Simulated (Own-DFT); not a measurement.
# How strain changes the stress of grey tin, 32 atoms (Sn32)

Calculated results; nothing here was measured. They come from Own-DFT, an in-house plane-wave density functional program, since retired, whose code no person has reviewed. Each row is one single-point run on a periodic cell that was not relaxed, without spin or spin-orbit coupling.

Settings of every run: PBE; PseudoDojo norm-conserving scalar-relativistic files; cutoff 42 hartree; 3 x 3 x 5 k mesh centred on Gamma; cold (Marzari-Vanderbilt) smearing of 0.2 eV.

Known limits: forces on such cells failed a check on a denser k mesh; stress not checked against mesh or cutoff.

Unstrained cell vectors in Å: (12.978, 0.000, 0.000); (0.000, 12.978, 0.000); (0.000, 0.000, 6.489). The unstrained cell has measured lattice constants (interpolated for alloys), not those of this functional. That, the random moves and any unrelaxed bonds set the pressure at no strain. Each run strains this cell uniformly, with the atoms carried along. Every atom was also moved at random, by a Gaussian of width 0.05 Å on each axis. Strain is the symmetric tensor, in per cent. Stress is positive in tension, and the pressure is minus a third of its trace.

```
run  e_xx (%)  e_yy (%)  e_zz (%)  s_xx (GPa)  s_yy (GPa)  s_zz (GPa)  P (GPa)  E (meV/atom)
  1     -2.25     -2.25      0.00       -6.38       -6.43       -5.69     6.17          58.6
  2     -1.75     -1.75      0.00       -5.69       -5.65       -5.12     5.49          41.7
  3     -3.00     -3.00      0.00       -7.56       -7.62       -6.62     7.27          89.3
  4      2.00      2.00      0.00       -1.67       -1.58       -2.05     1.77           0.0
  5     -0.75     -0.75      0.00       -4.48       -4.49       -4.21     4.39          27.3
  6      0.50      0.50      0.00       -3.06       -3.02       -3.18     3.09          10.5
  7     -0.25     -0.25      0.00       -3.89       -3.87       -3.80     3.85          20.6
  8      1.50      1.50      0.00           ?           ?           ?        ?             ?
```

E is the free energy for each atom above the lowest run shown.

## Worked fit

The change of volume is close to e_xx + e_yy + e_zz. A straight line through the runs shown gives P = 3.73 - 55 x (fractional change of volume) GPa, with an error of 3 on the slope and a scatter of 0.21 GPa. The strain isn't the same on all axes, but the crystal is cubic, so the slope still estimates the bulk modulus, averaged over pressures from 1.8 to 7.3 GPa.

## Withheld run

Question: what pressure should run 8 give? Its volume changes by 3.02 %.

The line gives 2.1 GPa. The calculation gave 2.24 GPa.
